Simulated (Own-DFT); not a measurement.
# Computed records: Al31GaO48 (corundum with substituted atoms, atoms displaced)

A calculation, not a measurement: plane-wave PBE density functional theory by an unreviewed code, no spin, of a simulated periodic cell, stress positive in tension, free energy of the whole cell less one offset for each atom, defect cell not probed for a lower state with spin; oxygen file: force components 24 meV/angstrom off all-electron in one glass; forces on such cells passed a denser k mesh, this cell's mesh not checked; offsets are fitted by least squares, one for each functional and potential file, so energies compare only between cells with the same atoms and settings and are not formation energies; the far tail of each file's local potential was reset to the Coulomb form; each entry is a single point on an unrelaxed cell, so the pressure reflects the starting lattice, mostly measured values, from which strain is counted, and rises with the displacements; printed positions are rounded, which can move forces by about a meV/angstrom; the program is a retired in-house code; no spin-orbit coupling; before rounding, a Quantum ESPRESSO 7.3.1 run of the same cell and cutoff gave forces within 1 meV/angstrom rms on each cell, which checks the program and not the settings. Program: Own-DFT development build.

Settings shared by all entries: functional PBE; potential files PseudoDojo norm-conserving, scalar-relativistic, standard set; wave cutoff 72 hartree; occupations Fermi-Dirac; smearing width 0.1 eV; k mesh 3 x 3 x 3 centred on Gamma.

(1) 
```xyz
80
Lattice="5.4940 0.0000 8.6604 -2.7470 4.7579 8.6604 -2.7470 -4.7579 8.6604" Properties=species:S:1:pos:R:3:force_x:R:1:force_y:R:1:force_z:R:1 formula=Al31GaO48 free_energy_of_cell_above_offsets=-53.687 pressure=10.33 stress_xx=-11.61 stress_yy=-8.93 stress_zz=-10.45 stress_yz=-0.34 stress_xz=0.58 stress_xy=-0.52
Al     0.0192    -0.0135     4.6565     -0.244      0.093     -2.126
Al    -0.0365     0.0790     8.4889     -0.562     -1.629     -1.394
Ga     0.0015     0.0331    11.0445     -2.065       0.31      0.892
Al     0.0790     0.0298     1.9609     -0.996     -0.585     -0.267
O     -0.1432     1.6969     7.5543        1.3     -0.906      0.943
O      1.4670    -0.7669     7.6407     -0.338      1.303      0.005
O     -1.4098    -0.9458     7.5679      0.265      0.706     -0.735
O      0.1757    -1.6518     5.4232     -1.647      0.033      0.018
O     -1.4853     0.7713     5.3353     -0.455     -0.773      0.874
O      1.3158     0.9155     5.4085      1.417      0.342      1.344
Al    -1.4561    -2.3790     8.8042        1.4     -0.473       1.66
Al    -1.3940    -2.3693    12.8132     -0.019     -0.811     -1.538
Al    -1.3516    -2.3692    15.4269     -0.916      0.093     -0.243
Al    -1.3723    -2.3592     6.2196     -0.186      -0.35      0.445
O     -1.5070    -0.7457    11.8869     -0.431     -1.164      0.999
O      0.1609    -3.1979    11.9023     -0.244      2.502      1.106
O     -2.7184    -3.3908    11.9054     -0.244      1.926      0.569
O     -1.2458    -4.0414     9.7766     -0.299      1.201     -1.492
O     -2.8387    -1.6754     9.7564     -0.601      0.527     -0.032
O     -0.0605    -1.5294     9.7845     -0.281      0.672     -1.607
Al    -1.3274     2.4692     8.9091     -0.932     -1.426      0.023
Al    -1.4527     2.2872    12.8160       2.93      1.815     -1.046
Al    -1.4167     2.4274    15.3951      1.505     -1.145      0.862
Al    -1.3129     2.3558     6.3145      -1.92     -0.029     -0.987
O     -1.4396     4.0234    11.8000     -1.128     -1.169      2.523
O      0.0375     1.6358    11.8988       1.28      1.949      0.539
O     -2.6821     1.3870    11.9983     -2.057      1.058     -2.044
O     -1.3020     0.7209     9.6676     -0.144      0.792     -0.061
O     -2.7319     3.1417     9.7601     -2.495     -0.451     -0.279
O     -0.0387     3.3637     9.7659      1.478     -1.896     -0.091
Al    -2.7260    -0.0116    13.2360      -0.39     -0.417      0.002
Al    -2.7788    -0.0338    17.1347      0.274       1.95     -0.649
Al    -2.7639     0.0130    19.7095      0.389     -0.405      0.541
Al    -2.7457     0.0158    10.5786      0.716     -0.919      0.182
O     -2.8466     1.6329    16.1974     -0.724      0.017      0.287
O     -1.3192    -0.7442    16.3297      1.628      -1.04     -1.186
O     -4.0854    -0.8990    16.2415     -0.766     -0.209     -0.324
O     -2.6843    -1.6197    14.1291      1.193     -0.169     -0.802
O     -4.2079     0.8027    14.0219     -0.367     -0.974      0.411
O     -1.3723     0.8089    14.0687      0.234      1.017      0.623
Al     2.6303     0.0259     8.8836      2.081     -1.287      0.944
Al     2.7468     0.0018    12.7376      0.383      0.564     -0.402
Al     2.6583    -0.0351    15.3803      1.501      1.338     -0.133
Al     2.8318     0.0593     6.2810     -1.206     -1.374     -1.602
O      2.6908     1.6552    11.8614     -1.609      0.084      0.679
O      4.2300    -0.7235    11.8326     -0.121     -0.071      1.467
O      1.3628    -0.8381    11.8114      2.055     -2.159      2.451
O      2.8049    -1.6443     9.8568      1.235       0.51     -1.792
O      1.2440     0.7443     9.7363      0.391      1.502     -0.935
O      4.1034     0.9806     9.7453     -0.305     -1.455     -0.638
Al     1.4167    -2.3730    13.1318     -0.955     -1.206      1.056
Al     1.2948    -2.3873    17.0894      2.148      0.117     -0.165
Al     1.3732    -2.4207    19.7175      2.034      0.518      0.356
Al     1.3002    -2.2798    10.6322      0.186     -2.269     -1.324
O      1.2885    -0.7299    16.2034     -1.833     -1.038      0.944
O      2.8704    -3.1309    16.2580     -0.967     -0.178      -0.75
O     -0.0222    -3.3322    16.2483     -0.243      0.562     -0.079
O      1.5126    -4.0186    14.0562       0.25      0.281       0.29
O     -0.1073    -1.7570    14.0640     -0.022      1.065      0.378
O      2.6820    -1.4517    14.0142      1.277      0.228      0.463
Al     1.4217     2.4220    13.2124     -1.907     -0.578      -0.12
Al     1.3920     2.4237    17.1062     -0.126     -0.883     -0.247
Al     1.3382     2.3883    19.7827      1.434     -0.008      -0.87
Al     1.4502     2.4635    10.5096     -1.851     -0.619      1.658
O      1.2582     4.0278    16.1854     -0.242      -0.12      1.182
O      2.8902     1.6382    16.2285     -0.683      0.233      0.075
O     -0.0556     1.4771    16.3058       0.68     -0.167     -0.077
O      1.4041     0.7014    14.0606      1.116      0.401     -0.474
O     -0.1561     3.1172    14.0301      0.484      0.111      0.837
O      2.7161     3.2659    14.1006      1.478      0.766      0.238
Al    -0.0375     0.0197    17.6915      0.248      1.051     -1.792
Al     0.0851     0.0264    21.3952     -1.149     -0.378      0.584
Al     0.0101    -0.0457    24.0743      0.373      0.813     -0.583
Al    -0.0226    -0.0719    14.9002     -0.119       1.03       0.86
O     -0.0640     1.6421    20.5687     -0.959      0.338      0.125
O      1.5397    -0.6653    20.5619     -0.943     -1.577      -0.15
O     -1.3841    -0.8654    20.6178      0.989     -1.009     -0.902
O      0.1924    -1.6570    18.4049     -1.231      0.874     -0.113
O     -1.5637     0.6477    18.4005       1.41      1.601      0.879
O      1.4158     0.8973    18.4330     -0.841      1.022     -0.263
```

Units: free_energy_of_cell_above_offsets in eV; pressure, stress_xx, stress_yy, stress_zz, stress_yz, stress_xz, stress_xy in GPa; force_x, force_y, force_z in eV/Å.

(2) 
```xyz
80
Lattice="5.4940 0.0000 8.6604 -2.7470 4.7579 8.6604 -2.7470 -4.7579 8.6604" Properties=species:S:1:pos:R:3:force_x:R:1:force_y:R:1:force_z:R:1 formula=Al31GaO48 free_energy_of_cell_above_offsets=-46.336 pressure=14.38 stress_xx=-14.54 stress_yy=-15.01 stress_zz=-13.6 stress_yz=-1.19 stress_xz=-0.51 stress_xy=-2.55
Al    -0.0907    -0.1455     4.5289      1.649      1.885      0.856
Al    -0.0051    -0.0369     8.5142      0.735     -0.336     -1.502
Al     0.0334     0.0040    11.1105      0.934     -2.622     -0.984
Al     0.0119     0.0321     1.9511     -0.888     -1.003      -1.86
O      0.0675     1.5902     7.6069         -3      0.809     -0.106
O      1.4086    -0.6957     7.4964      0.509     -0.592     -0.149
O     -1.4261    -0.9645     7.5508      0.749     -0.085     -0.403
O      0.2495    -1.6704     5.3635      -2.88     -0.651      0.682
O     -1.4804     0.6231     5.4020     -0.169      1.227      0.781
O      1.4192     1.0018     5.4202     -0.252     -1.437     -0.596
Al    -1.3987    -2.4272     8.7663     -0.268      1.268      1.451
Al    -1.4607    -2.3446    12.7525      0.485      -1.05      0.241
Al    -1.3044    -2.4033    15.3600     -2.059      0.596      0.211
Al    -1.4096    -2.3706     6.1573      0.377      1.497       1.01
O     -1.4149    -0.6745    12.0309     -0.226     -0.458     -1.925
O      0.1628    -3.0652    11.9570     -0.659     -0.699     -0.425
O     -2.7715    -3.4483    11.9311     -0.477      2.284     -0.422
O     -1.2075    -3.9784     9.7148      -1.73     -0.869      1.224
O     -2.8523    -1.7750     9.6375      0.236      1.671      2.171
O      0.0028    -1.5095     9.7506     -1.096      0.707     -0.268
Al    -1.3803     2.4151     8.8256     -0.854       -0.6      1.871
Al    -1.2829     2.2846    12.6897     -0.244      1.461      0.745
Al    -1.5073     2.3169    15.3812      2.575      1.718      0.142
Al    -1.4784     2.3023     6.3423       1.74      1.266     -1.836
O     -1.4510     4.1069    12.0706     -0.015     -1.517     -1.877
O      0.0628     1.5740    11.7423       0.19      2.786      1.808
O     -2.6803     1.4331    12.0419     -1.484      1.194      -2.82
O     -1.2630     0.6755     9.6062     -0.923      0.451      1.784
O     -2.9299     3.0736     9.8241      1.873       0.63      0.374
O     -0.0245     3.3441     9.6543      0.735     -0.652      2.186
Al    -2.7421     0.0791    13.1428       -0.5     -1.941      3.274
Al    -2.7509     0.0602    17.1083      -0.82     -1.348     -0.225
Al    -2.8953     0.0261    19.7342      2.429     -0.147     -0.295
Al    -2.7886    -0.0662    10.6250      0.705      0.445     -2.928
O     -2.8604     1.6256    16.2039     -1.284     -0.027      0.154
O     -1.3124    -0.7403    16.3805      0.775     -0.349     -1.814
O     -4.1803    -0.9175    16.2834      0.123     -0.257     -1.097
O     -2.6115    -1.6487    14.0219     -1.374      0.251      1.072
O     -4.2694     0.8020    14.1157      0.525     -1.825     -1.306
O     -1.4002     0.9005    14.1124     -1.548        0.9     -0.783
Al     2.8135     0.1560     8.9319     -2.019     -4.906     -0.786
Al     2.8548    -0.0775    12.7349     -3.645      2.561      1.317
Al     2.7265     0.0559    15.3979     -0.846      -2.24     -0.179
Al     2.6210    -0.1269     6.1414       0.27     -0.317      1.131
O      2.6226     1.7092    11.9008      0.446     -1.632       0.37
O      4.1330    -0.7679    11.9126      3.588     -0.374     -0.623
O      1.5347    -0.8400    11.9209      -3.26     -1.741     -0.622
O      2.8246    -1.6144     9.6643     -1.167     -0.442      1.478
O      1.3486     0.6120     9.8510     -0.819      1.779     -0.873
O      4.1390     0.9051     9.6692      1.235      0.787      2.025
Al     1.3396    -2.4489    13.3105      0.775      1.703     -1.592
Al     1.2552    -2.4800    16.9982      5.457      3.332      2.876
Al     1.2645    -2.3633    19.7289      3.047     -0.569     -0.081
Al     1.2892    -2.4346    10.5630      2.632      1.899      0.195
O      1.2809    -0.8560    16.2069     -0.588      1.842     -0.123
O      2.8395    -3.2161    16.2633     -0.539      2.018     -0.158
O     -0.0823    -3.1701    16.3898      -1.58      -2.91     -2.078
O      1.5404    -4.1305    13.9758     -2.146      0.503      1.844
O     -0.1456    -1.6730    14.0826      0.955      -0.72     -0.116
O      2.6910    -1.4196    14.1016      0.202     -1.184     -0.065
Al     1.3173     2.3807    13.1958      1.254     -1.704      0.769
Al     1.1854     2.3533    17.0688      4.615      1.859       4.42
Al     1.3020     2.3621    19.8328      4.648      1.686     -4.892
Al     1.4389     2.3567    10.5418     -1.058      0.314     -0.296
O      1.2434     3.9025    16.3711      0.459      4.857     -3.982
O      2.7331     1.6158    16.2043      1.764       0.97      0.233
O      0.0642     1.6013    16.2123     -5.146     -4.336     -2.479
O      1.4255     0.8166    14.0150      1.063     -1.324      0.688
O     -0.1352     2.9999    14.0325      0.328      0.703      0.048
O      2.7714     3.2432    13.9879      0.338     -0.129      1.671
Al    -0.0147     0.0346    17.3917      1.051     -0.152      3.102
Al    -0.0502    -0.1694    21.4594      1.757      1.995      -1.57
Al    -0.0476     0.1117    24.0294       0.26     -3.997      0.581
Ga    -0.0841     0.0001    14.8945      2.385     -0.279     -0.749
O      0.0296     1.7229    20.5245     -6.218     -4.177      3.661
O      1.5630    -0.6836    20.5938     -1.108     -1.002     -0.258
O     -1.3849    -1.0776    20.6728      -1.41       2.93     -3.051
O      0.2822    -1.5796    18.4924     -3.407      0.318     -1.215
O     -1.5902     0.8018    18.3307      1.899     -1.198      0.703
O      1.3590     0.9515    18.3753     -0.065       -1.3      0.259
```

Units: free_energy_of_cell_above_offsets in eV; pressure, stress_xx, stress_yy, stress_zz, stress_yz, stress_xz, stress_xy in GPa; force_x, force_y, force_z in eV/Å.

(3) 
```xyz
80
Lattice="5.4940 0.0000 8.6604 -2.7470 4.7579 8.6604 -2.7470 -4.7579 8.6604" Properties=species:S:1:pos:R:3:force_x:R:1:force_y:R:1:force_z:R:1 formula=Al31GaO48 free_energy_of_cell_above_offsets=-52.880 pressure=10.88 stress_xx=-11.36 stress_yy=-10.3 stress_zz=-10.99 stress_yz=0.15 stress_xz=0.4 stress_xy=-0.26
Al     0.0671     0.0532     4.5279     -1.935     -0.525      0.371
Al     0.0217     0.0180     8.4473     -0.607     -0.615     -1.174
Al     0.0546     0.0289    11.0744     -1.097     -1.042     -0.012
Al     0.0893    -0.0309     1.8628     -2.492      1.337      1.695
O     -0.0422     1.6197     7.5600     -0.546      0.198      0.302
O      1.5136    -0.7349     7.6111     -0.871     -0.118      -0.38
O     -1.4247    -0.9218     7.5817      1.457      0.331       1.29
O      0.1627    -1.6602     5.5192      0.323      0.968     -2.514
O     -1.4209     0.7718     5.4388     -0.483     -0.788     -0.314
O      1.4013     0.9719     5.3375      0.589     -1.055      1.095
Al    -1.3241    -2.4636     8.9148     -0.854      1.802     -0.477
Al    -1.3433    -2.3820    12.8341     -0.554       0.51     -2.396
Al    -1.3434    -2.4169    15.3145     -1.915     -0.134      2.779
Ga    -1.3645    -2.3974     6.2081     -0.937     -0.696     -0.077
O     -1.4511    -0.7025    11.9183     -0.066     -0.728      0.475
O      0.0957    -3.1021    11.7795      0.338      1.446      2.199
O     -2.7522    -3.2760    11.9682      0.268      0.641     -1.079
O     -1.2103    -4.0861     9.7511     -0.456      0.486     -0.569
O     -2.8624    -1.5642     9.6746      0.644     -0.801      0.985
O      0.0543    -1.4989     9.7731     -1.173      1.182     -1.128
Al    -1.3846     2.3802     8.8807      1.075      -0.44      0.788
Al    -1.4135     2.3380    12.7064      0.521      0.704      0.741
Al    -1.3754     2.3761    15.3034      1.064     -0.147      2.128
Al    -1.4317     2.3976     6.2864      1.232     -0.635     -1.447
O     -1.4627     4.0421    11.9765      0.426     -0.246     -1.438
O      0.0755     1.5673    11.9893      0.849      1.497      -0.83
O     -2.7449     1.4489    11.8554       1.28     -0.088      1.411
O     -1.1873     0.7194     9.8137     -0.582      0.784     -1.157
O     -2.8756     3.1588     9.7755      1.323     -1.673     -1.452
O      0.1031     3.3006     9.6950     -1.517     -0.876      0.711
Al    -2.7337    -0.0443    13.2161      0.473      0.352      0.435
Al    -2.7216    -0.0081    17.1287      0.112     -0.267     -1.269
Al    -2.7259     0.0310    19.6676      0.893     -1.071      1.443
Al    -2.6734    -0.0191    10.5880     -1.266      0.564     -0.196
O     -2.8585     1.6520    16.2567      0.136     -0.923      0.523
O     -1.2239    -0.6258    16.3081     -0.812     -2.647     -1.059
O     -4.1098    -1.0364    16.2802     -0.543      2.394     -0.553
O     -2.6435    -1.5964    14.1269      0.408     -0.724      0.098
O     -4.2786     0.5720    13.9508      0.948      2.616      3.315
O     -1.2899     0.8802    14.1434      -2.16      0.416     -1.841
Al     2.6849    -0.0547     8.8876       1.91      0.648      0.159
Al     2.6788     0.0309    12.8167      2.721      0.432     -1.066
Al     2.7361    -0.0642    15.4339      1.257      1.663     -1.359
Al     2.7614     0.0183     6.2286     -0.463     -0.139      0.066
O      2.6569     1.6443    11.9006     -1.113       0.27      0.023
O      4.2633    -0.7737    11.9586      -0.25      0.583      0.277
O      1.3872    -0.8296    11.8908      0.074     -1.919      0.066
O      2.9520    -1.7134     9.7021     -1.717      1.569      0.439
O      1.2491     0.7823     9.7099      0.264     -1.646       0.15
O      4.1520     0.9782     9.7699     -0.108     -1.108     -0.588
Al     1.4139    -2.3471    13.2309     -0.603     -0.873     -0.464
Al     1.3851    -2.3425    17.0551     -0.603     -0.864      0.948
Al     1.3306    -2.2873    19.7489      1.065     -1.076      0.118
Al     1.3840    -2.3345    10.5424      1.593     -1.604      0.364
O      1.3388    -0.7124    16.2151     -2.358     -0.432       0.98
O      2.8113    -3.0829    16.2659      0.821      -1.75      -0.66
O     -0.0153    -3.3151    16.1934      0.542       0.28      0.716
O      1.5019    -4.0404    14.0682     -0.229      1.276     -0.567
O     -0.1609    -1.7000    14.2263      2.157      0.647     -2.832
O      2.7148    -1.3871    14.0308     -0.019     -1.208      0.325
Al     1.3324     2.3649    13.2187      0.217      0.364      0.402
Al     1.4419     2.3459    17.0687     -1.896      0.027      0.226
Al     1.3946     2.3562    19.8204     -0.376      0.965     -1.762
Al     1.3516     2.2830    10.5944       1.06      2.564      0.274
O      1.2086     4.0216    16.1161      0.798     -0.933      1.792
O      2.9092     1.6460    16.1819       -1.2     -0.325      1.511
O     -0.0600     1.4580    16.2489      1.617      0.236      0.145
O      1.5106     0.6761    14.0212     -1.355      0.891        1.5
O     -0.1405     3.1543    14.0539      0.233     -0.712     -0.477
O      2.7023     3.2756    14.0078      0.288     -0.268      1.247
Al    -0.0602    -0.0426    17.5697      1.614      1.227      1.322
Al     0.0160     0.0162    21.4104     -1.577     -0.427     -0.608
Al    -0.0725    -0.0515    24.0287      1.088      0.635      0.043
Al    -0.0697    -0.0667    15.0281      1.887      1.625     -0.866
O     -0.0435     1.6071    20.5080     -2.182       1.06      1.431
O      1.4745    -0.6515    20.6953      1.343     -2.482     -3.249
O     -1.3524    -0.8230    20.5522     -0.634     -1.858     -0.081
O      0.1373    -1.6852    18.4216     -0.549       0.69     -0.398
O     -1.4811     0.6703    18.4023     -0.221      1.603      0.388
O      1.3196     0.9716    18.4864      1.414     -1.618     -1.355
```

Units: free_energy_of_cell_above_offsets in eV; pressure, stress_xx, stress_yy, stress_zz, stress_yz, stress_xz, stress_xy in GPa; force_x, force_y, force_z in eV/Å.
